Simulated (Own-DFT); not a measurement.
# Strain and stress in beta-Si3N4, 112 atoms (N64Si48)

The numbers are computed, not measured, by runs of the plane-wave DFT program Own-DFT (in-house, retired, unreviewed) at fixed positions, with no spin and no spin-orbit coupling.

All runs used: PBE; PseudoDojo norm-conserving scalar-relativistic files; cutoff 42 hartree; 2 x 2 x 4 k mesh centred on Gamma; Fermi-Dirac smearing of 0.1 eV.

Keep in mind (not all hold for every row): some atoms lie very close together; forces on such cells moved up to 12 meV/angstrom on a denser k mesh; stress not checked against mesh or cutoff.

Unstrained cell vectors in Å: (15.212, 0.000, 0.000); (-7.606, 13.174, 0.000); (0.000, 0.000, 5.818). The unstrained cell has measured lattice constants (interpolated for alloys), not those of this functional. That, the random moves and any unrelaxed bonds set the pressure at no strain. The cell is deformed uniformly in each run, and the atoms keep their fractional places. Each atom got a random Gaussian move of width 0.05 Å along each axis. Strain is the symmetric tensor, in per cent. Stress is positive in tension, and the pressure is minus a third of its trace.

| run | e_xx (%) | e_yy (%) | e_zz (%) | e_yz (%) | e_xz (%) | e_xy (%) | s_xx (GPa) | s_yy (GPa) | s_zz (GPa) | s_yz (GPa) | s_xz (GPa) | s_xy (GPa) | P (GPa) | E (meV/atom) |
|---|---|---|---|---|---|---|---|---|---|---|---|---|---|---|
| 1 | -0.29 | 0.11 | -1.26 | -1.29 | 1.29 | 1.78 | -12.11 | -7.44 | -18.74 | -4.68 | 5.33 | 6.94 | 12.76 | 32.5 |
| 2 | -1.42 | -0.95 | 0.61 | 1.05 | -1.54 | 1.76 | -16.20 | -11.69 | -10.09 | 3.95 | -6.28 | 6.96 | 12.66 | 24.8 |
| 3 | 0.91 | -0.49 | 1.12 | 0.68 | -0.87 | 0.77 | -2.51 | -9.22 | -1.20 | 2.20 | -2.68 | 3.57 | 4.31 | 10.8 |
| 4 | -0.70 | -0.15 | -0.65 | -0.13 | 1.64 | -1.52 | -12.19 | -10.43 | -16.05 | -0.68 | 6.06 | -6.47 | 12.89 | 30.1 |
| 5 | -1.98 | 1.58 | 0.38 | -1.65 | -0.70 | 0.13 | -16.61 | -1.01 | -7.08 | -5.23 | -4.09 | 1.00 | 8.24 | 14.0 |
| 6 | -0.43 | 1.03 | 1.33 | -1.18 | 0.46 | 0.28 | -9.13 | 0.01 | -0.50 | -2.71 | 1.94 | 0.47 | 3.21 | 0.0 |
| 7 | -1.97 | -0.58 | -1.59 | 1.53 | 1.15 | 1.49 | -23.96 | -15.37 | -26.54 | 6.54 | 4.22 | 10.77 | 21.96 | 103.5 |
| 8 | -1.66 | 0.36 | -1.30 | -1.45 | -1.11 | 1.41 | -18.00 | -6.72 | -21.76 | -4.78 | -3.49 | 5.15 | 15.49 | 32.6 |
| 9 | 0.04 | 0.82 | -1.98 | 1.46 | -0.82 | -0.65 | -9.25 | -3.22 | -22.32 | 4.94 | -2.49 | -2.12 | 11.60 | 21.5 |
| 10 | 1.36 | -0.80 | -1.67 | 1.84 | 0.21 | -1.33 | -4.16 | -11.19 | -19.98 | 3.67 | -0.12 | -5.98 | 11.78 | 39.7 |
| 11 | 0.26 | 1.78 | 0.76 | -1.92 | 0.05 | 0.85 | -2.51 | 1.83 | -5.21 | -5.95 | 0.74 | 5.71 | 1.97 | 33.1 |
| 12 | -0.21 | -0.99 | 0.95 | -1.52 | -0.77 | 1.68 | -7.71 | -10.49 | -9.14 | -4.80 | -1.21 | 6.38 | 9.12 | 38.7 |
| 13 | -1.28 | 0.59 | -2.00 | 0.31 | -0.14 | -1.94 | -19.59 | -7.49 | -23.20 | -0.59 | -0.05 | -6.38 | 16.76 | 59.3 |
| 14 | -1.50 | 0.72 | -1.76 | 0.48 | 0.14 | -1.97 | -16.35 | -7.38 | -22.79 | 1.49 | 1.35 | -7.77 | 15.51 | 33.7 |
| 15 | 0.93 | 0.14 | 1.02 | -1.59 | 0.19 | 1.04 | -2.39 | -4.12 | -2.39 | -4.04 | 1.61 | 5.03 | 2.97 | 0.9 |
| 16 | 1.49 | 1.05 | 1.76 | 2.00 | -1.93 | -0.27 | 1.30 | 0.95 | 4.44 | 6.82 | -5.64 | 0.34 | -2.23 | 0.4 |
| 17 | -2.00 | -0.04 | -1.76 | -0.18 | -0.52 | -1.55 | ? | ? | ? | ? | ? | ? | ? | ? |

The last column gives the free energy per atom over the lowest of the runs shown.

## Worked fit

Each stress component was fitted by least squares to a constant and the strains of the runs shown, as fractions, with shears doubled. Shear strains stay in the fit of a normal stress only where such slopes are resolved. The slopes, in GPa:

```
stress  at no strain  per e_xx  per e_yy  per e_zz  scatter
  s_xx          -8.5  535 ± 35  110 ± 43  134 ± 30     1.45
  s_yy          -7.1  100 ± 29  503 ± 36   92 ± 25     1.22
  s_zz         -10.8  157 ± 36  172 ± 44  633 ± 31     1.47
```

The slope of each shear stress on twice its own strain, from a fit on all six strains: yz 180 ± 9, xz 178 ± 15, xy 234 ± 18 GPa. These are stiffnesses along x, y and z of the frame in which the cell vectors are given, with the crystal's c axis along z: C11, C12, C13 and C33. Hexagonal symmetry asks that xx and yy behave alike, which is a second check on the noise. The atoms are held to the strained lattice; where symmetry lets them move under strain, relaxing them would lower some slopes. Slopes across the diagonal should nearly agree, so their difference gauges the noise. A ninth of the table's sum, 271 ± 8 GPa, estimates the bulk modulus near the mean pressure of these runs, 9.9 GPa, so it lies above the value at zero pressure.

## Check

Question: what normal stresses and pressure should run 17 give?

From the fit: s_xx = -21.6, s_yy = -11.0, s_zz = -25.1 and P = 19.2 GPa. The calculation gave -21.00, -13.17, -23.70 and P = 19.29 GPa.
